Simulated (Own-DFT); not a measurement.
# Strain and stress in wurtzite GaN, 96 atoms (Ga48N48)

Calculated results; nothing here was measured. They come from Own-DFT, an in-house plane-wave density functional program, since retired, whose code no person has reviewed. Each row is one single-point run on a periodic cell that was not relaxed, without spin or spin-orbit coupling.

Settings of every run: PBE; PseudoDojo norm-conserving scalar-relativistic files (stringent for Ga); cutoff 96 hartree; 3 x 4 x 3 k mesh centred on Gamma; Gaussian smearing of 0.01 eV.

Known limits: forces on such cells passed a denser k mesh, each cell not checked; stress not checked against mesh or cutoff.

Unstrained cell vectors in Å: (12.756, 0.000, 0.000); (-4.784, 8.285, 0.000); (0.000, 0.000, 10.370). The unstrained cell has measured lattice constants (interpolated for alloys), not those of this functional. That, the random moves and any unrelaxed bonds set the pressure at no strain. Each run strains this cell uniformly, with the atoms carried along. Every atom was also moved at random, by a Gaussian of width 0.05 Å on each axis. Strain is the symmetric tensor, in per cent. Stress is positive in tension, and the pressure is minus a third of its trace.

| run | e_xx (%) | e_yy (%) | e_zz (%) | e_yz (%) | e_xz (%) | e_xy (%) | s_xx (GPa) | s_yy (GPa) | s_zz (GPa) | s_yz (GPa) | s_xz (GPa) | s_xy (GPa) | P (GPa) | E (meV/atom) |
|---|---|---|---|---|---|---|---|---|---|---|---|---|---|---|
| 1 | 1.62 | 1.56 | 0.96 | -0.46 | 1.19 | -0.18 | 0.23 | 1.89 | -1.82 | -0.67 | 2.90 | -0.53 | -0.10 | 10.3 |
| 2 | 0.92 | 1.23 | -1.96 | -1.82 | -1.76 | -0.13 | -3.59 | -2.26 | -15.60 | -3.96 | -4.00 | -0.07 | 7.15 | 20.2 |
| 3 | 0.48 | -1.99 | 0.74 | 0.67 | 0.22 | 0.00 | -6.50 | -14.38 | -5.52 | 1.99 | 0.49 | 0.58 | 8.80 | 13.5 |
| 4 | 1.60 | -0.31 | -0.32 | -0.79 | -0.88 | 1.70 | -1.16 | -8.08 | -8.16 | -1.85 | -1.20 | 5.26 | 5.80 | 21.0 |
| 5 | -1.16 | -0.76 | -0.44 | 1.07 | -1.97 | -1.27 | -12.32 | -12.01 | -12.01 | 2.42 | -3.84 | -2.97 | 12.11 | 29.2 |
| 6 | -1.28 | -0.19 | 0.57 | -0.27 | -0.32 | 0.17 | -14.78 | -7.57 | -5.70 | -1.50 | -0.32 | 0.07 | 9.35 | 26.4 |
| 7 | 1.23 | -0.95 | 1.07 | -1.15 | -0.88 | 1.98 | -3.37 | -8.77 | -2.93 | -3.06 | -1.56 | 6.13 | 5.02 | 20.3 |
| 8 | 1.99 | 0.90 | -0.29 | -0.70 | 1.30 | -0.41 | 0.33 | -1.25 | -5.12 | -0.98 | 2.18 | -0.89 | 2.02 | 0.0 |
| 9 | 0.90 | -1.20 | 0.06 | 1.92 | -0.74 | -1.88 | -6.23 | -12.33 | -5.69 | 3.73 | -1.39 | -6.39 | 8.08 | 25.2 |
| 10 | -0.88 | 0.40 | 1.07 | 1.86 | 1.88 | -1.04 | -10.49 | -4.91 | -3.54 | 4.02 | 5.13 | -3.27 | 6.31 | 15.3 |
| 11 | 0.63 | -1.06 | 1.12 | -1.17 | 0.89 | -0.22 | -4.57 | -11.32 | -1.85 | -1.85 | 2.15 | -0.24 | 5.91 | 10.2 |
| 12 | -1.29 | -1.83 | 0.43 | 1.90 | -1.59 | -1.25 | -14.64 | -18.74 | -8.07 | 3.26 | -2.83 | -6.02 | 13.82 | 60.1 |
| 13 | 0.01 | 1.48 | 1.55 | 1.32 | -1.67 | 1.20 | -4.26 | -0.67 | 0.32 | 2.53 | -3.40 | 4.07 | 1.54 | 2.6 |
| 14 | -1.16 | -0.32 | -0.87 | -0.46 | -1.25 | 1.02 | -13.14 | -10.04 | -14.12 | -1.75 | -2.84 | 4.59 | 12.43 | 32.8 |
| 15 | 1.70 | -1.03 | -0.32 | 0.33 | 1.84 | -0.02 | -2.44 | -8.61 | -7.64 | 1.08 | 4.32 | -1.53 | 6.23 | 5.1 |
| 16 | 0.22 | -1.53 | 0.06 | 0.58 | 0.95 | -0.34 | -7.82 | -12.54 | -8.14 | 0.84 | 1.57 | -0.86 | 9.50 | 11.6 |
| 17 | 0.90 | -0.25 | 1.71 | -1.15 | -0.05 | -0.18 | ? | ? | ? | ? | ? | ? | ? | ? |

E is the free energy for each atom above the lowest run shown.

## Worked fit

Each stress component was fitted by least squares to a constant and the strains of the runs shown, as fractions, with shears doubled. Shear strains stay in the fit of a normal stress only where such slopes are resolved. The slopes, in GPa:

```
stress,at no strain,per e_xx,per e_yy,per e_zz,scatter
s_xx,-7.7,404 ± 22,90 ± 22,56 ± 27,0.95
s_yy,-7.2,109 ± 26,438 ± 26,56 ± 33,1.16
s_zz,-7.8,115 ± 20,48 ± 20,467 ± 25,0.88
```

Each shear stress against twice its own strain: yz 102 ± 8, xz 108 ± 6, xy 160 ± 17 GPa. These are stiffnesses along x, y and z of the frame in which the cell vectors are given, which need not be the crystal's axes. The atoms are held to the strained lattice; where symmetry lets them move under strain, relaxing them would lower some slopes. The table should be nearly symmetric about its diagonal, and what it lacks of that shows the noise. A ninth of its sum, 198 ± 5 GPa, estimates the bulk modulus near the mean pressure of these runs, 7.1 GPa, so it lies above the value at zero pressure.

## Withheld run

Question: what normal stresses and pressure should run 17 give?

The fit gives s_xx = -3.4, s_yy = -6.3, s_zz = 1.1 and P = 2.9 GPa. The calculation gave -2.35, -7.95, 0.89 and P = 3.14 GPa.
